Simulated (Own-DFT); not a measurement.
# Computed records: AlN (wurtzite, strained, atoms displaced)

A calculation, not a measurement: plane-wave PBE density functional theory by an unreviewed code, no spin, of a simulated periodic cell, stress positive in tension, free energy of the whole cell less one offset for each atom, forces on such cells passed a denser k mesh, this cell's mesh not checked; offsets are fitted by least squares, one for each functional and potential file, so energies compare only between cells with the same atoms and settings and are not formation energies; the far tail of each file's local potential was reset to the Coulomb form; each entry is a single point on an unrelaxed cell, so the pressure reflects the starting lattice, mostly measured values (interpolated for alloys), from which strain is counted, and rises with the displacements; printed positions are rounded, which can move forces by about a meV/angstrom; the program, named Own-DFT, is a retired in-house code; no spin-orbit coupling. Program: Own-DFT development build.

Common to all runs: functional PBE; potential files PseudoDojo norm-conserving, scalar-relativistic, standard set; wave cutoff 42 hartree; occupations Fermi-Dirac; smearing width 0.1 eV; hardware one NVIDIA H100; k mesh 2 x 2 x 2 centred on Gamma.

(1) AlN (wurtzite, strained, atoms displaced)

```
AlN
1.0
     12.2834    -0.1150    -0.2399
     -6.2413    10.6585     0.1833
     -0.1920     0.0586     9.8574
Al N Al N Al N Al N Al N Al N Al N Al N Al N Al N Al N Al N Al N Al N Al N Al N Al N Al N Al N Al N Al N Al N Al N Al N Al N Al N Al N Al N Al N Al N Al N Al N
2 2 2 2 2 2 2 2 2 2 2 2 2 2 2 2 2 2 2 2 2 2 2 2 2 2 2 2 2 2 2 2 2 2 2 2 2 2 2 2 2 2 2 2 2 2 2 2 2 2 2 2 2 2 2 2 2 2 2 2 2 2 2 2
Direct
  0.07753 0.16146 0.00309
  0.16195 0.08348 0.24484
  0.08040 0.16420 0.19460
  0.16417 0.07869 0.44421
  0.08012 0.17075 0.50302
  0.16641 0.08676 0.75041
  0.07931 0.16111 0.69603
  0.16881 0.08225 0.94530
  0.07754 0.41471 0.98775
  0.16493 0.32604 0.24983
  0.08490 0.41958 0.19376
  0.16783 0.33632 0.44614
  0.08768 0.42092 0.50615
  0.16167 0.32921 0.74416
  0.08903 0.42197 0.68535
  0.17153 0.32653 0.94187
  0.08223 0.66326 0.00223
  0.16595 0.58543 0.25049
  0.08906 0.66503 0.19267
  0.17351 0.58579 0.44619
  0.07988 0.66763 0.50022
  0.16625 0.58283 0.74757
  0.09011 0.66928 0.69460
  0.16768 0.58562 0.94436
  0.08538 0.92263 0.99505
  0.16330 0.83423 0.24336
  0.08134 0.91764 0.18810
  0.15504 0.82763 0.44388
  0.08564 0.91839 0.50878
  0.16120 0.83322 0.74864
  0.08416 0.91626 0.69079
  0.16707 0.83274 0.93868
  0.32718 0.16617 0.99636
  0.41755 0.08549 0.25200
  0.33595 0.17369 0.19093
  0.41300 0.07899 0.44253
  0.32998 0.16780 0.49913
  0.41037 0.07888 0.76094
  0.34325 0.16585 0.69287
  0.41057 0.07421 0.94498
  0.33289 0.41854 0.99643
  0.41235 0.32757 0.24808
  0.33605 0.41513 0.20064
  0.42015 0.33919 0.44770
  0.33211 0.41337 0.50192
  0.41270 0.33555 0.74291
  0.33656 0.42137 0.69139
  0.42107 0.33745 0.94586
  0.33264 0.66689 0.99668
  0.41651 0.58804 0.24801
  0.34098 0.67465 0.18922
  0.41562 0.58648 0.44141
  0.33051 0.66663 0.50238
  0.41409 0.58336 0.75302
  0.32321 0.66229 0.68714
  0.41593 0.58054 0.93253
  0.33073 0.91596 0.99932
  0.41639 0.83786 0.24528
  0.33166 0.92172 0.19920
  0.41167 0.83099 0.43243
  0.33038 0.91403 0.49695
  0.41922 0.83296 0.74824
  0.33453 0.91557 0.68922
  0.42743 0.84579 0.94272
  0.58392 0.15815 0.00912
  0.66662 0.08342 0.25578
  0.58750 0.16684 0.19205
  0.66915 0.09342 0.45344
  0.58056 0.16301 0.50724
  0.67007 0.08301 0.74882
  0.58325 0.16007 0.69069
  0.66640 0.08343 0.94491
  0.57529 0.40796 0.00694
  0.66159 0.33254 0.24848
  0.58316 0.41103 0.18423
  0.67204 0.33663 0.43683
  0.58359 0.41583 0.49638
  0.66815 0.32465 0.75338
  0.58158 0.41915 0.69359
  0.68064 0.34212 0.94563
  0.58345 0.66558 0.99855
  0.66004 0.58657 0.25249
  0.57904 0.66590 0.19201
  0.66689 0.58247 0.44464
  0.58517 0.67140 0.49290
  0.67138 0.58748 0.75413
  0.58018 0.66136 0.69543
  0.67437 0.59075 0.94051
  0.58564 0.91902 0.00027
  0.66523 0.83157 0.25020
  0.57382 0.91468 0.18085
  0.65796 0.82838 0.43186
  0.58200 0.91736 0.50207
  0.66168 0.82849 0.74862
  0.58456 0.92017 0.69166
  0.66677 0.83477 0.94696
  0.83393 0.16221 0.99885
  0.91554 0.08093 0.24961
  0.83668 0.17360 0.19593
  0.90585 0.07785 0.43616
  0.83500 0.16777 0.49178
  0.91589 0.07637 0.75061
  0.82927 0.16292 0.68822
  0.91097 0.08215 0.93485
  0.83028 0.42324 0.00075
  0.91541 0.32985 0.24581
  0.82908 0.40765 0.18953
  0.92106 0.33982 0.44743
  0.83716 0.42181 0.49834
  0.90279 0.32760 0.75847
  0.83247 0.41588 0.68623
  0.91866 0.33442 0.94816
  0.82750 0.66646 0.99999
  0.91475 0.57603 0.24204
  0.84007 0.66859 0.18834
  0.91609 0.58195 0.44138
  0.82698 0.66471 0.49351
  0.91733 0.58349 0.75151
  0.82739 0.66304 0.70106
  0.91965 0.58213 0.94408
  0.83473 0.91696 0.00273
  0.91618 0.83508 0.24487
  0.83885 0.92042 0.19308
  0.91963 0.84025 0.44374
  0.83761 0.91569 0.50572
  0.91577 0.82999 0.74288
  0.83757 0.91881 0.69176
  0.91694 0.83794 0.94191
```

```
free energy of cell above offsets : -49.782 eV
pressure                          : 15.2 GPa
stress xx                         : -16.58 GPa
stress yy                         : -17.42 GPa
stress zz                         : -11.61 GPa
stress yz                         : 1.12 GPa
stress xz                         : -6.45 GPa
stress xy                         : -4.03 GPa
wall time                         : 381.1 s
```

Force:
```csv
element,x (eV/Å),y (eV/Å),z (eV/Å)
Al,0.631,0.522,-0.5
Al,1.902,-0.636,1.442
N,-0.444,-0.142,-1.01
N,-1.399,1.713,-0.692
Al,0.489,-1.443,-0.611
Al,1.846,-0.846,0.073
N,-0.04,0.886,-1.146
N,-2.573,0.805,-1.574
Al,3.469,1.168,2.478
Al,-0.792,2.591,0.469
N,0.657,-0.94,-1.022
N,-0.529,-1.182,-0.626
Al,-0.302,-0.013,-1.959
Al,0.634,1.08,0.979
N,-1.051,-1.694,2.934
N,-2.689,0.086,-0.838
Al,0.75,1.035,-0.082
Al,2.527,-0.816,0.966
N,-2.402,0.917,-0.629
N,-3.119,-0.52,-1.44
Al,1.64,-0.959,0.479
Al,-0.528,-0.172,1.053
N,-2.265,-0.528,-0.606
N,-0.287,-0.728,-1.234
Al,0.68,-2.692,0.825
Al,0.161,-0.429,1.528
N,0.07,0.452,-0.488
N,0.795,1.683,-1.067
Al,0.184,-0.794,-1.752
Al,2.541,-0.24,0.314
N,-1.083,0.945,1.153
N,-1.287,-0.177,0.518
Al,3.02,1.293,1.113
Al,-0.05,0.371,0.144
N,-0.362,-2.959,-0.583
N,-0.555,1.442,-0.335
Al,1.756,-0.255,0.318
Al,2.459,-0.683,-1.441
N,-3.497,0.752,-0.187
N,-0.259,3.142,0.502
Al,1.375,-0.408,1.476
Al,0.798,2.484,1.286
N,-1.121,0.73,-1.645
N,-0.854,-1.775,-1.461
Al,0.373,2.134,-0.329
Al,2.152,-0.097,1.32
N,-1.477,-1.32,-0.212
N,-2.54,-1.632,-1.803
Al,1.081,1.18,0.52
Al,-0.579,-1.28,1.26
N,-1.289,-1.121,-0.783
N,0.121,-0.636,-0.054
Al,2.005,0.789,-0.575
Al,-0.168,0.245,-2.12
N,2.658,1.606,1.205
N,-0.725,1.001,2.324
Al,0.965,-1.326,1.181
Al,-0.506,-0.576,0.483
N,-0.015,-0.631,-1.686
N,0.481,0.921,1.47
Al,-0.22,-0.692,0.266
Al,-1.163,-0.099,0.516
N,-0.789,-0.065,0.236
N,-2.247,-2.741,-1.187
Al,-0.747,1.51,-1.377
Al,0.227,-0.343,0.076
N,-1.263,-0.336,0.738
N,0.069,-2.606,-2.292
Al,-0.701,1.402,-0.964
Al,-0.731,-0.263,0.783
N,-1.106,0.528,1.606
N,0.619,0.377,-1.102
Al,3.082,2.21,-2.445
Al,2.054,-0.415,0.546
N,-1.822,1.751,2.675
N,-1.663,-0.874,0.646
Al,1.451,-0.092,1.826
Al,-1.886,1.461,-0.202
N,1.305,-0.586,-0.313
N,-5.041,-4.051,-1.611
Al,0.245,0.048,-0.106
Al,2.402,-1.422,-0.603
N,0.656,0.469,-0.923
N,-1.968,0.195,-1.526
Al,-0.404,-2.311,1.828
Al,-1.793,-2.292,0.041
N,-0.189,1.392,-1.18
N,-3.137,-2.438,0.503
Al,1.127,0.028,-0.322
Al,-0.754,1.057,-1.535
N,2.556,1.453,2.5
N,0.941,2.48,1.754
Al,-0.281,0.06,-0.769
Al,0.607,0.599,0.75
N,0.766,-1.47,-0.369
N,-0.094,-0.207,-0.963
Al,-0.928,1.204,0.959
Al,-0.905,0.836,0.516
N,0.44,-3.565,-1.177
N,1.437,0.774,0.859
Al,0.055,1.325,1.588
Al,-1.749,1.547,-0.274
N,1.779,0.634,0.347
N,1.083,-0.192,1.319
Al,4.175,-0.124,1.792
Al,0.501,2.65,1.691
N,-0.505,1.399,0.138
N,-0.021,-0.868,-1.371
Al,0.441,-1.557,0.098
Al,2.188,0.282,-1.458
N,-0.275,0.47,1.08
N,-2.649,-1.429,-1.419
Al,3.4,1.47,0.364
Al,0.329,0.431,1.145
N,-1.685,-0.412,0.857
N,-1.253,1.121,-0.919
Al,2.768,1.106,1.265
Al,0.377,-0.263,-0.09
N,2.333,1.118,-2.423
N,-1.487,1.289,-0.633
Al,-0.177,-0.275,-0.426
Al,1.149,-0.592,1.218
N,-1.589,-0.898,-0.695
N,-0.238,-1.627,-0.508
Al,-1.61,-0.013,-1.212
Al,-0.055,0.346,1.621
N,-0.982,-1.798,-0.281
N,0.115,-0.432,-0.792
```

(2) AlN (wurtzite, strained, atoms displaced)

```
AlN
1.0
     12.2382     0.0757    -0.0800
     -6.0536    10.6826    -0.1507
     -0.0640    -0.1763     9.9745
Al N Al N Al N Al N Al N Al N Al N Al N Al N Al N Al N Al N Al N Al N Al N Al N Al N Al N Al N Al N Al N Al N Al N Al N Al N Al N Al N Al N Al N Al N Al N Al N
2 2 2 2 2 2 2 2 2 2 2 2 2 2 2 2 2 2 2 2 2 2 2 2 2 2 2 2 2 2 2 2 2 2 2 2 2 2 2 2 2 2 2 2 2 2 2 2 2 2 2 2 2 2 2 2 2 2 2 2 2 2 2 2
Direct
  0.07840 0.16091 0.00228
  0.16355 0.08538 0.25389
  0.07890 0.16914 0.19946
  0.17375 0.08402 0.44910
  0.08469 0.16731 0.49649
  0.16853 0.07895 0.75315
  0.07573 0.16286 0.69505
  0.16615 0.08048 0.93685
  0.08259 0.41888 0.99459
  0.16628 0.32674 0.25010
  0.07990 0.41218 0.18052
  0.16735 0.33514 0.43128
  0.08160 0.41230 0.50207
  0.16202 0.33257 0.75062
  0.08552 0.41541 0.69037
  0.16109 0.32570 0.94864
  0.08786 0.66787 0.99472
  0.17111 0.58789 0.24614
  0.08379 0.67067 0.19059
  0.17368 0.58637 0.43633
  0.08650 0.66816 0.50447
  0.16735 0.58392 0.73924
  0.08562 0.66611 0.69279
  0.16148 0.58258 0.92977
  0.08088 0.91740 0.99221
  0.16859 0.83598 0.25291
  0.08357 0.91742 0.19630
  0.17380 0.84149 0.43561
  0.08031 0.91078 0.50171
  0.16991 0.83552 0.75861
  0.08642 0.91238 0.70276
  0.16732 0.83473 0.94102
  0.32709 0.16166 0.00162
  0.40471 0.07393 0.24910
  0.33353 0.16383 0.18760
  0.41951 0.09213 0.44465
  0.33406 0.17102 0.49970
  0.41610 0.08783 0.75114
  0.33067 0.15946 0.69365
  0.41979 0.07927 0.94002
  0.34063 0.41379 0.00002
  0.42368 0.33906 0.25144
  0.33575 0.41478 0.19211
  0.41642 0.33054 0.44026
  0.33006 0.41178 0.49612
  0.41596 0.33278 0.74699
  0.34200 0.42562 0.69383
  0.41947 0.33801 0.94187
  0.34022 0.67105 0.99875
  0.41376 0.58053 0.25399
  0.34436 0.67447 0.18800
  0.41845 0.59016 0.44735
  0.32571 0.65979 0.49245
  0.41475 0.58053 0.75271
  0.33612 0.66587 0.68639
  0.42289 0.58729 0.94074
  0.33114 0.91094 0.00576
  0.42049 0.83825 0.24939
  0.33186 0.91986 0.18785
  0.41362 0.82957 0.44277
  0.33223 0.91529 0.50249
  0.42022 0.84196 0.74237
  0.33737 0.91689 0.68990
  0.41973 0.83978 0.94604
  0.58678 0.16779 0.00153
  0.65650 0.07975 0.25412
  0.59508 0.17257 0.18201
  0.65700 0.07355 0.44015
  0.57781 0.16970 0.49266
  0.66699 0.08436 0.73744
  0.59784 0.16574 0.69484
  0.66314 0.08382 0.94073
  0.58681 0.41793 0.99326
  0.66699 0.33257 0.25442
  0.58309 0.42018 0.20193
  0.66804 0.33631 0.44330
  0.58493 0.41277 0.49699
  0.66307 0.33447 0.74326
  0.57800 0.41254 0.68557
  0.66002 0.32868 0.93730
  0.59101 0.66426 0.99790
  0.66135 0.58087 0.24364
  0.57859 0.66152 0.18095
  0.67805 0.58573 0.44182
  0.59095 0.67616 0.50150
  0.67007 0.58779 0.75254
  0.57922 0.66319 0.69292
  0.67782 0.59158 0.93601
  0.59057 0.92104 0.99976
  0.66149 0.82573 0.24445
  0.58162 0.91604 0.19802
  0.66068 0.82899 0.43983
  0.58372 0.90952 0.50187
  0.66085 0.83544 0.75446
  0.58025 0.91371 0.68744
  0.65505 0.83246 0.94296
  0.82942 0.16209 0.00069
  0.91628 0.08815 0.24727
  0.83244 0.16637 0.18924
  0.91878 0.08600 0.44526
  0.83214 0.17234 0.50069
  0.91759 0.08876 0.74726
  0.83458 0.16624 0.68833
  0.92346 0.09052 0.94531
  0.82708 0.41538 0.00266
  0.92282 0.33334 0.25051
  0.83805 0.42366 0.18414
  0.91825 0.33604 0.44709
  0.84454 0.42029 0.49696
  0.91849 0.32839 0.74496
  0.83431 0.42403 0.69164
  0.91897 0.34150 0.93718
  0.83064 0.66701 0.99676
  0.91137 0.58216 0.24061
  0.83425 0.66479 0.18981
  0.92240 0.58366 0.44015
  0.83519 0.67339 0.49527
  0.92219 0.59136 0.74060
  0.83609 0.66475 0.67878
  0.91637 0.57932 0.94479
  0.83786 0.92299 0.99157
  0.91531 0.83136 0.25155
  0.83366 0.91430 0.19584
  0.90688 0.82640 0.44111
  0.83571 0.91731 0.49996
  0.91887 0.83379 0.74760
  0.83037 0.91630 0.69202
  0.91235 0.83739 0.93625
```

```
free energy of cell above offsets : -50.744 eV
pressure                          : 10.93 GPa
stress xx                         : -16.77 GPa
stress yy                         : -10.44 GPa
stress zz                         : -5.58 GPa
stress yz                         : -4.76 GPa
stress xz                         : -2.04 GPa
stress xy                         : 3.7 GPa
wall time                         : 393.4 s
```

Force:
```csv
element,x (eV/Å),y (eV/Å),z (eV/Å)
Al,1.744,1.949,0.72
Al,1.01,-0.396,0.129
N,1.325,-1.961,-1.566
N,-2.259,-1.019,-0.977
Al,0.044,0.073,1.01
Al,-1.28,0.882,-0.8
N,2.364,0.896,-1.247
N,-0.798,0.088,0.963
Al,0.176,0.043,0.128
Al,-0.468,3.017,-1.515
N,1.066,1.203,1.745
N,-0.047,-0.926,1.871
Al,0.817,1.591,-0.455
Al,2.19,-0.288,1.303
N,-0.83,-0.001,-0.999
N,1.176,1.009,-1.252
Al,-1.505,-0.246,1.073
Al,-0.178,-0.562,-0.502
N,0.54,-0.241,-0.486
N,-3.229,-2.484,-0.274
Al,0.171,0.469,-1.31
Al,1.404,0.162,1.474
N,-0.337,1.449,-0.94
N,2.371,0.093,0.627
Al,0.256,-0.48,1.623
Al,-0.223,-0.548,-0.971
N,-0.722,0.318,-1.066
N,-0.928,-1.662,1.403
Al,-0.034,0.959,0.276
Al,1.73,-0.745,-0.927
N,-1.31,0.375,-2.144
N,-0.209,-0.391,0.552
Al,2.021,0.871,-0.435
Al,1.453,3.059,0.748
N,-1.403,0.878,0.701
N,-0.902,-2.398,-1.347
Al,0.815,-0.211,1
Al,3.035,-1.266,0.726
N,-1.207,2.067,-0.889
N,-1.551,0.267,0.341
Al,-3.462,1.681,0.587
Al,-0.791,-1.866,0.024
N,-0.729,-0.099,-0.031
N,-0.188,0.518,-0.137
Al,0.538,2.251,0.967
Al,-0.098,-0.044,0.631
N,-1.491,-3.913,-1.386
N,1.682,-2.094,-1.054
Al,-0.686,-0.081,-0.591
Al,0.433,0.612,-0.075
N,-1.465,-1.338,0.152
N,1.769,-2.12,-1.613
Al,2.291,2.86,2.244
Al,0.027,2.337,0.123
N,-1.076,0.516,0.206
N,0.059,-1.435,0.112
Al,-0.104,1.743,-1.266
Al,-0.533,-0.544,0.851
N,0.494,-1.968,0.842
N,-0.095,0.399,-0.629
Al,1.031,1.165,0.019
Al,0.859,-2.584,1.848
N,-2.429,1.052,-0.237
N,0.795,-1.19,-1.27
Al,-1.128,-0.054,-1.09
Al,2.129,0.423,-0.25
N,-2.269,-0.649,2.043
N,0.495,1.695,0.572
Al,2.882,0.082,1.802
Al,3.068,-2.232,2.648
N,-6.239,2.426,-2.493
N,2.01,-0.618,-1.189
Al,-0.423,0.252,1.176
Al,0.617,0.916,-0.686
N,1.249,-1.332,-2.393
N,1.923,-1.095,-0.824
Al,-1.199,2.405,0.516
Al,1.95,-0.114,0.7
N,-0.008,0.854,0.519
N,0.568,0.673,-0.238
Al,-2.462,1.107,-0.368
Al,1.338,1.836,1.898
N,0.227,-0.036,1.171
N,-3.293,-1.236,-1.077
Al,0.078,-2.929,0.791
Al,0.238,-0.608,-2.172
N,0.759,1.207,-0.01
N,-1.568,-2.682,-0.112
Al,-3.316,0.877,1.482
Al,0.315,1.102,0.673
N,0.684,0.174,-1.508
N,2.15,1.072,-1.111
Al,-2.013,0.792,-0.493
Al,1.183,-1.143,-0.301
N,0.502,1.11,0.011
N,4.169,-0.675,-0.712
Al,-0.527,2.16,-0.193
Al,-0.276,-1.802,1.282
N,-0.941,0.031,0.62
N,-0.606,-0.355,-0.885
Al,-0.002,-1.754,-0.517
Al,0.108,-1.737,0.879
N,-0.668,-0.152,-0.417
N,-1.954,-2.017,-1.494
Al,0.972,0.191,-1.721
Al,-1.363,0.423,-0.733
N,-0.354,-2.706,1.826
N,1.315,-1.425,-1.83
Al,-3.382,1.281,1.605
Al,-1.868,2.132,1.453
N,0.867,-1.369,-0.897
N,-0.276,-2.371,-0.336
Al,3.381,1.348,1.155
Al,2.314,0.982,1.632
N,-2.211,0.829,-0.829
N,-0.493,0.565,-0.707
Al,1.905,-2.56,0.524
Al,0.072,-1.799,1.93
N,-1.336,1.352,1.731
N,-0.842,1.498,-1.2
Al,-1.913,-0.415,1.611
Al,0.386,0.009,-0.367
N,-0.895,0.609,-1.271
N,1.927,2.691,-0.478
Al,-1.731,0.56,0.149
Al,-0.868,-0.5,-0.122
N,0.033,0.188,0.103
N,1.498,-1.241,-0.101
```
